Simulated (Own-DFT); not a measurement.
# How strain changes the stress of 2H SiC, 32 atoms (C16Si16)

Calculated results; nothing here was measured. They come from Own-DFT, an in-house plane-wave density functional program, since retired, whose code no person has reviewed. Each row is one single-point run on a periodic cell that was not relaxed, without spin or spin-orbit coupling.

Settings of every run: PBE; PseudoDojo norm-conserving scalar-relativistic files; cutoff 42 hartree; 5 x 5 x 3 k mesh centred on Gamma; Fermi-Dirac smearing of 0.1 eV.

Known limits: forces on such cells passed a denser k mesh, each cell not checked; stress not checked against mesh or cutoff.

Unstrained cell vectors in Å: (6.165, 0.000, 0.000); (-3.083, 5.339, 0.000); (0.000, 0.000, 10.068). The unstrained cell has measured lattice constants (interpolated for alloys), not those of this functional. That, the random moves and any unrelaxed bonds set the pressure at no strain. Each run strains this cell uniformly, with the atoms carried along. Every atom was also moved at random, by a Gaussian of width 0.05 Å on each axis. Strain is the symmetric tensor, in per cent. Stress is positive in tension, and the pressure is minus a third of its trace.

| run | e_xx (%) | e_yy (%) | e_zz (%) | e_yz (%) | e_xz (%) | e_xy (%) | s_xx (GPa) | s_yy (GPa) | s_zz (GPa) | s_yz (GPa) | s_xz (GPa) | s_xy (GPa) | P (GPa) | E (meV/atom) |
|---|---|---|---|---|---|---|---|---|---|---|---|---|---|---|
| 1 | -1.22 | 1.87 | 1.00 | -0.55 | -0.95 | 0.87 | -8.53 | 3.69 | -2.63 | -2.86 | -1.88 | 4.28 | 2.49 | 41.3 |
| 2 | 1.81 | 1.97 | -0.25 | 1.11 | -1.34 | -1.01 | 5.49 | 6.87 | -4.99 | 3.88 | -4.75 | -4.21 | -2.46 | 10.0 |
| 3 | -1.83 | -1.05 | 0.76 | 1.48 | -1.00 | 1.63 | -15.02 | -11.24 | -2.90 | 3.48 | -2.21 | 5.35 | 9.72 | 14.7 |
| 4 | -1.98 | -0.62 | 1.48 | 1.34 | 0.30 | -1.84 | -17.58 | -9.91 | 0.00 | 5.48 | 1.33 | -10.67 | 9.16 | 42.4 |
| 5 | 1.04 | 1.18 | -0.38 | 1.69 | -1.49 | -1.83 | 2.77 | 2.88 | -9.76 | 4.54 | -3.82 | -8.78 | 1.37 | 23.0 |
| 6 | 0.95 | -1.16 | -1.40 | -1.88 | 0.22 | 1.53 | 0.40 | -12.41 | -15.28 | -7.33 | 0.93 | 6.66 | 9.09 | 41.6 |
| 7 | -0.38 | -1.03 | -1.72 | 1.04 | -1.48 | -0.83 | -4.23 | -15.73 | -21.93 | 3.01 | -5.39 | -4.43 | 13.96 | 66.7 |
| 8 | -1.26 | -1.70 | -0.82 | -1.78 | -0.62 | -0.08 | -15.41 | -14.62 | -12.68 | -4.63 | -2.75 | 0.08 | 14.24 | 29.2 |
| 9 | 1.05 | -1.86 | -1.28 | 1.89 | 1.29 | 1.52 | -0.86 | -13.58 | -19.21 | 8.56 | 3.89 | 5.24 | 11.22 | 53.0 |
| 10 | 0.36 | -1.84 | 1.58 | 1.68 | 0.19 | 0.76 | -3.59 | -15.20 | 1.50 | 7.69 | 0.18 | 4.77 | 5.77 | 29.0 |
| 11 | 0.06 | 0.77 | -0.15 | 0.76 | -1.41 | -1.20 | -4.13 | 0.47 | -7.64 | 1.68 | -4.92 | -6.02 | 3.77 | 10.8 |
| 12 | 0.82 | 0.77 | 1.77 | -1.40 | -0.44 | 1.48 | 0.46 | 3.03 | 2.04 | -4.25 | -1.00 | 5.45 | -1.85 | 14.2 |
| 13 | -1.89 | 0.11 | 0.68 | -0.50 | 0.74 | -1.26 | -15.71 | -5.06 | -3.26 | -2.83 | 1.12 | -6.70 | 8.01 | 19.1 |
| 14 | -0.05 | -0.61 | -0.90 | 0.20 | -1.47 | -1.13 | -4.38 | -10.14 | -15.19 | -0.15 | -4.61 | -8.40 | 9.90 | 38.8 |
| 15 | 1.29 | 1.21 | 1.48 | -0.56 | 0.36 | 1.21 | 4.36 | 2.91 | 2.65 | -2.43 | 1.45 | 4.98 | -3.31 | 0.0 |
| 16 | -1.13 | -0.16 | 0.78 | 1.43 | 0.78 | 0.25 | -10.59 | -7.24 | -2.45 | 4.66 | 2.69 | 3.09 | 6.76 | 20.6 |
| 17 | 1.02 | -1.80 | -0.65 | -0.23 | 1.83 | 1.68 | 1.51 | -14.70 | -15.26 | 0.58 | 5.61 | 5.47 | 9.48 | 61.7 |
| 18 | -0.04 | -1.88 | 1.69 | 0.03 | 1.57 | -0.29 | ? | ? | ? | ? | ? | ? | ? | ? |

E is the free energy for each atom above the lowest run shown.

## Worked fit

Each stress component was fitted by least squares to a constant and the strains of the runs shown, as fractions, with shears doubled. Shear strains stay in the fit of a normal stress only where such slopes are resolved. The slopes, in GPa:

```
stress,at no strain,per e_xx,per e_yy,per e_zz,scatter
s_xx,-4.3,568 ± 32,77 ± 32,-18 ± 37,1.50
s_yy,-5.2,100 ± 33,548 ± 32,86 ± 38,1.52
s_zz,-8.0,12 ± 40,82 ± 39,631 ± 46,1.83
```

Each shear stress against twice its own strain: yz 170 ± 11, xz 150 ± 10, xy 233 ± 21 GPa. These are stiffnesses along x, y and z of the frame in which the cell vectors are given, which need not be the crystal's axes. The atoms are held to the strained lattice; where symmetry lets them move under strain, relaxing them would lower some slopes. The table should be nearly symmetric about its diagonal, and what it lacks of that shows the noise. A ninth of its sum, 232 ± 6 GPa, estimates the bulk modulus near the mean pressure of these runs, 6.3 GPa, so it lies above the value at zero pressure.

## Withheld run

Question: what normal stresses and pressure should run 18 give?

The fit gives s_xx = -6.3, s_yy = -14.1, s_zz = 1.1 and P = 6.4 GPa. The calculation gave -4.40, -16.67, 3.40 and P = 5.89 GPa.
